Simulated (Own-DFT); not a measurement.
# Response to strain: diamond germanium, 64 atoms (AsGe63), with one As on a Ge site

All numbers below are calculated, not measured. They come from Own-DFT, an in-house plane-wave density functional program, since retired, whose code no person has reviewed. Each row is one single-point run on a periodic cell that was not relaxed, without spin or spin-orbit coupling.

Settings of every run: PBE; PseudoDojo norm-conserving scalar-relativistic files; cutoff 42 hartree; 3 x 3 x 3 k mesh centred on Gamma; Fermi-Dirac smearing of 0.1 eV.

Known limits: odd electron count, so a state with spin may lie lower; forces on such cells failed a check on a denser k mesh; stress not checked against mesh or cutoff.

Unstrained cell vectors in Å: (11.316, 0.000, 0.000); (0.000, 11.316, 0.000); (0.000, 0.000, 11.316). The unstrained cell has measured lattice constants (interpolated for alloys), not those of this functional. That, the random moves and any unrelaxed bonds set the pressure at no strain. Each run strains this cell uniformly, with the atoms carried along. Every atom was also moved at random, by a Gaussian of width 0.05 Å on each axis. The defect's site can differ from row to row. Strain is the symmetric tensor, in per cent. Stress is positive in tension, and the pressure is minus a third of its trace.

| run | e_xx (%) | e_yy (%) | e_zz (%) | e_yz (%) | e_xz (%) | e_xy (%) | s_xx (GPa) | s_yy (GPa) | s_zz (GPa) | s_yz (GPa) | s_xz (GPa) | s_xy (GPa) | P (GPa) | E (meV/atom) |
|---|---|---|---|---|---|---|---|---|---|---|---|---|---|---|
| 1 | 0.36 | 1.83 | -1.19 | -0.68 | -1.66 | 0.23 | -4.03 | -2.90 | -4.93 | -1.01 | -2.29 | 0.23 | 3.96 | 11.3 |
| 2 | 0.27 | 0.60 | -0.22 | -0.36 | 1.78 | 1.36 | -4.43 | -4.14 | -4.69 | -0.90 | 3.55 | 2.44 | 4.42 | 17.8 |
| 3 | 0.20 | 0.42 | 1.28 | 1.55 | -0.77 | 0.81 | -3.69 | -3.53 | -3.02 | 2.98 | -1.30 | 1.49 | 3.42 | 5.5 |
| 4 | -1.13 | 1.65 | -1.65 | 1.84 | 1.30 | -0.66 | -6.24 | -4.41 | -6.51 | 2.90 | 3.09 | -1.89 | 5.72 | 31.2 |
| 5 | -0.37 | 1.62 | 1.08 | -0.38 | 0.59 | 0.99 | -3.78 | -2.63 | -2.90 | -0.72 | 1.18 | 2.50 | 3.10 | 6.1 |
| 6 | 1.34 | -0.41 | -0.05 | -1.53 | 1.95 | 1.06 | -3.83 | -4.88 | -4.46 | -3.12 | 3.50 | 2.40 | 4.39 | 27.0 |
| 7 | 1.85 | 0.94 | -1.02 | -0.91 | 1.50 | 0.41 | -2.69 | -3.22 | -4.28 | -1.74 | 2.23 | 1.20 | 3.40 | 6.1 |
| 8 | -1.16 | -1.50 | -1.11 | -1.99 | -0.77 | -1.65 | -8.18 | -8.48 | -8.08 | -3.82 | -1.87 | -3.73 | 8.25 | 68.1 |
| 9 | 0.67 | -1.10 | -1.66 | -1.95 | -0.30 | 1.43 | -5.48 | -6.73 | -7.08 | -3.05 | -0.51 | 2.34 | 6.43 | 31.3 |
| 10 | 0.01 | 0.01 | 0.22 | -1.38 | 0.92 | 0.74 | -4.65 | -4.60 | -4.71 | -2.10 | 2.37 | 1.39 | 4.65 | 17.0 |
| 11 | -1.20 | -0.38 | 0.22 | -0.48 | 0.83 | -0.88 | -6.14 | -5.64 | -5.21 | -0.92 | 1.27 | -0.58 | 5.66 | 15.9 |
| 12 | -0.80 | 1.38 | -0.66 | -0.35 | 1.64 | 0.72 | -5.32 | -3.86 | -5.28 | -0.68 | 3.08 | 1.39 | 4.82 | 12.2 |
| 13 | 1.68 | 1.84 | -1.80 | 0.93 | -0.52 | 0.28 | -2.72 | -2.67 | -4.58 | 1.08 | -0.42 | 0.59 | 3.32 | 1.0 |
| 14 | -1.16 | 1.76 | -0.12 | -1.55 | -0.07 | -1.09 | -5.18 | -3.35 | -4.56 | -2.29 | 0.09 | -1.29 | 4.36 | 14.9 |
| 15 | -0.57 | 0.90 | 1.92 | 0.37 | -0.29 | -0.71 | -3.71 | -3.02 | -2.30 | 0.13 | -0.58 | -0.91 | 3.01 | 0.0 |
| 16 | -0.73 | 0.94 | -0.31 | -1.97 | -0.04 | 1.26 | -5.19 | -4.34 | -4.95 | -2.67 | -0.36 | 2.09 | 4.83 | 20.5 |
| 17 | 0.38 | -1.42 | -1.40 | 1.97 | 0.86 | 0.50 | ? | ? | ? | ? | ? | ? | ? | ? |

E is the free energy for each atom above the lowest run shown.

## Worked fit

Each stress component was fitted by least squares to a constant and the strains of the runs shown, as fractions, with shears doubled. Shear strains stay in the fit of a normal stress only where such slopes are resolved. The slopes, in GPa:

```
stress,at no strain,per e_xx,per e_yy,per e_zz,scatter
s_xx,-4.9,118 ± 5,64 ± 4,59 ± 5,0.18
s_yy,-4.9,56 ± 5,130 ± 4,56 ± 4,0.18
s_zz,-4.9,61 ± 4,66 ± 4,118 ± 4,0.16
```

Each shear stress against twice its own strain: yz 81 ± 4, xz 88 ± 5, xy 81 ± 7 GPa. These are stiffnesses along x, y and z of the frame in which the cell vectors are given, which need not be the crystal's axes. The atoms are held to the strained lattice; where symmetry lets them move under strain, relaxing them would lower some slopes. The table should be nearly symmetric about its diagonal, and what it lacks of that shows the noise. A ninth of its sum, 81 ± 2 GPa, estimates the bulk modulus near the mean pressure of these runs, 4.6 GPa, so it lies above the value at zero pressure.

## Withheld run

Question: what normal stresses and pressure should run 17 give?

The fit gives s_xx = -6.2, s_yy = -7.3, s_zz = -7.2 and P = 6.9 GPa. The calculation gave -6.35, -7.51, -7.59 and P = 7.15 GPa.
